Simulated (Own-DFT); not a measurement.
# A pressure from energies alone: monoclinic HfO2, 94 atoms (Hf32O62), with two O vacancies

All values are computed. Each geometry was run twice at fixed positions with Own-DFT, a retired in-house plane-wave program that no person has reviewed: with PBE, and with HSE06 (exact exchange share 0.25 at short range, screening 0.11 per bohr, Gygi-Baldereschi treatment of its divergence). Both used PseudoDojo norm-conserving files made for PBE, a cutoff of 48 hartree, the Gamma point alone, fixed occupations, a neutral cell and no spin. One k point on a cell 10.1 Å thick isn't converged, and results move with the size of the cell. The hafnium file keeps the 4f electrons in the core, and its forces lie about 75 meV/Å off all-electron values. The oxygen file's force components were 24 meV/Å off all-electron values in a glass.

Unstrained cell vectors in Å: (10.234, 0.000, 0.000); (0.000, 10.350, 0.000); (-1.695, 0.000, 10.445), volume V0 = 1106.4 Å³, from measured lattice constants. Each geometry has its own random strain of a few per cent, its own defect sites and random moves of rms u per axis. HSE06 gave the energy alone. D is its energy less that of PBE, over the lowest D shown. The PBE stress wasn't checked against mesh or cutoff.

| run | V - V0 (Å³) | u (Å) | P with PBE (GPa) | D (eV) |
|---|---|---|---|---|
| 1 | 10.5 | 0.0291 | 1.95 | 0.671 |
| 2 | 5.5 | 0.0310 | 2.52 | 0.582 |
| 3 | -15.3 | 0.0484 | 9.71 | 0.265 |
| 4 | -19.0 | 0.0473 | 9.41 | 0.251 |
| 5 | 16.8 | 0.0536 | 1.57 | 1.085 |
| 6 | 14.1 | 0.0474 | 1.92 | 0.921 |
| 7 | -12.9 | 0.0504 | 9.19 | 0.408 |
| 8 | -12.7 | 0.0312 | 7.46 | 0.193 |
| 9 | -27.5 | 0.0517 | 12.08 | 0.000 |
| 10 | -15.4 | 0.0283 | 6.87 | 0.156 |
| 11 | -9.6 | 0.0302 | 6.53 | ? |

## Analysis

D = 0.37 + 0.0221 (V - V0) + 113 u² eV, with an error of 0.0009 on the volume slope, 16 on the last term and a scatter of 0.04 eV. Pressure is -dE/dV, and 1 eV/Å³ is 160.2 GPa, so HSE06 changes the pressure by -3.5 ± 0.1 GPa. With the ions held to the strained lattice, the PBE pressure falls by 263 ± 12 GPa per unit of volume strain; the shape of the strain isn't fitted, so the true error is larger, and a relaxed crystal would be softer. On that slope HSE06's volume at a given pressure is about 1.3 % smaller, or 0.4 % in lengths. At u = 0 and V0 the PBE pressure is 3.1 GPa, which puts the zero-pressure volume, against the measured cell and with the defects in, at +1.2 % for PBE and -0.2 % for HSE06, each good to a few tenths of a per cent.

## Check

Question: what D should run 11 give?

The fit gives 0.26 eV, with rows scattering by 0.04. The hidden result is 0.224 eV.
